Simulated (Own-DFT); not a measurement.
# Strain and stress in 2H SiC, 32 atoms (C16Si16)

These are calculations, not measurements. They come from Own-DFT, an in-house plane-wave density functional program, since retired, whose code no person has reviewed. Each row is one single-point run on a periodic cell that was not relaxed, without spin or spin-orbit coupling.

Settings of every run: PBE; PseudoDojo norm-conserving scalar-relativistic files; cutoff 42 hartree; 5 x 5 x 3 k mesh centred on Gamma; Fermi-Dirac smearing of 0.1 eV.

Known limits: forces on such cells passed a denser k mesh, each cell not checked; stress not checked against mesh or cutoff.

Unstrained cell vectors in Å: (6.165, 0.000, 0.000); (-3.083, 5.339, 0.000); (0.000, 0.000, 10.068). The unstrained cell has measured lattice constants (interpolated for alloys), not those of this functional. That, the random moves and any unrelaxed bonds set the pressure at no strain. Each run strains this cell uniformly, with the atoms carried along. Every atom was also moved at random, by a Gaussian of width 0.05 Å on each axis. Strain is the symmetric tensor, in per cent. Stress is positive in tension, and the pressure is minus a third of its trace.

```
run,e_xx (%),e_yy (%),e_zz (%),e_yz (%),e_xz (%),e_xy (%),s_xx (GPa),s_yy (GPa),s_zz (GPa),s_yz (GPa),s_xz (GPa),s_xy (GPa),P (GPa),E (meV/atom)
1,-0.09,-1.07,1.53,-1.63,0.94,-1.63,-4.13,-8.77,-1.24,-4.99,3.54,-8.07,4.71,42.5
2,1.88,-1.62,-0.86,-1.23,0.36,1.70,3.84,-17.72,-12.58,-6.91,2.07,8.30,8.82,71.1
3,-1.87,0.92,-1.02,-1.51,1.24,-1.49,-15.76,0.64,-15.01,-5.83,4.97,-4.66,10.04,35.2
4,-1.76,0.98,0.97,-1.50,0.46,0.89,-14.77,-0.22,-1.32,-5.44,1.93,2.14,5.44,36.9
5,-0.38,1.49,-1.15,0.30,0.19,-1.77,-7.64,2.42,-12.19,2.62,0.58,-7.99,5.80,19.9
6,-0.65,-1.07,0.28,0.53,0.19,-0.26,-9.39,-10.89,-4.92,2.22,-1.57,-0.65,8.40,5.6
7,0.84,1.05,1.29,-0.18,-0.67,0.27,1.10,2.90,0.51,-0.01,-0.94,1.52,-1.50,13.2
8,1.98,-1.59,-1.27,-1.30,-1.46,1.74,7.54,-12.65,-20.60,-4.02,-2.88,8.22,8.57,66.7
9,-1.73,0.48,1.46,-0.52,-0.18,0.91,-16.75,-1.31,1.68,-1.23,-1.07,5.96,5.46,23.4
10,0.98,1.52,-0.03,1.04,0.73,-1.93,0.69,4.74,-6.08,2.79,2.34,-6.41,0.21,29.7
11,-1.24,-0.37,-1.34,0.71,-0.19,1.71,-15.97,-7.43,-15.10,3.09,-0.89,10.16,12.83,49.5
12,0.01,1.07,0.09,1.51,-1.93,0.50,-0.15,0.62,-6.92,3.60,-5.69,1.62,2.15,0.0
13,-1.17,0.65,-0.73,-1.91,1.28,0.93,-15.31,0.34,-11.74,-5.49,4.35,6.27,8.90,57.7
14,0.27,1.98,1.90,0.00,-1.60,-1.68,-2.43,7.06,3.78,-0.69,-5.33,-7.37,-2.80,25.7
15,1.74,1.12,-1.05,0.90,-1.24,-1.66,6.66,2.26,-13.25,3.55,-4.39,-5.82,1.44,17.3
16,-0.89,-1.99,-0.81,0.11,-1.28,-0.48,-13.46,-15.60,-15.36,1.07,-5.18,1.04,14.81,53.9
17,0.32,-0.43,1.46,-1.35,-0.34,-0.38,-3.91,-4.73,1.73,-4.15,-1.22,0.43,2.30,13.6
18,-1.97,1.64,-1.80,-0.65,0.70,-1.93,?,?,?,?,?,?,?,?
```

E is the free energy for each atom above the lowest run shown.

## Worked fit

Each stress component was fitted by least squares to a constant and the strains of the runs shown, as fractions, with shears doubled. Shear strains stay in the fit of a normal stress only where such slopes are resolved. The slopes, in GPa:

```
stress  at no strain  per e_xx  per e_yy  per e_zz  scatter
  s_xx          -5.3  657 ± 38   67 ± 39   51 ± 42     1.89
  s_yy          -4.5    3 ± 30  566 ± 30   54 ± 33     1.48
  s_zz          -8.0  -12 ± 33   89 ± 34  598 ± 37     1.67
```

Each shear stress against twice its own strain: yz 164 ± 19, xz 153 ± 12, xy 215 ± 17 GPa. These are stiffnesses along x, y and z of the frame in which the cell vectors are given, which need not be the crystal's axes. The atoms are held to the strained lattice; where symmetry lets them move under strain, relaxing them would lower some slopes. The table should be nearly symmetric about its diagonal, and what it lacks of that shows the noise. A ninth of its sum, 230 ± 8 GPa, estimates the bulk modulus near the mean pressure of these runs, 5.6 GPa, so it lies above the value at zero pressure.

## Withheld run

Question: what normal stresses and pressure should run 18 give?

The fit gives s_xx = -18.1, s_yy = 3.8, s_zz = -17.1 and P = 10.5 GPa. The calculation gave -13.19, 1.14, -20.54 and P = 10.86 GPa.
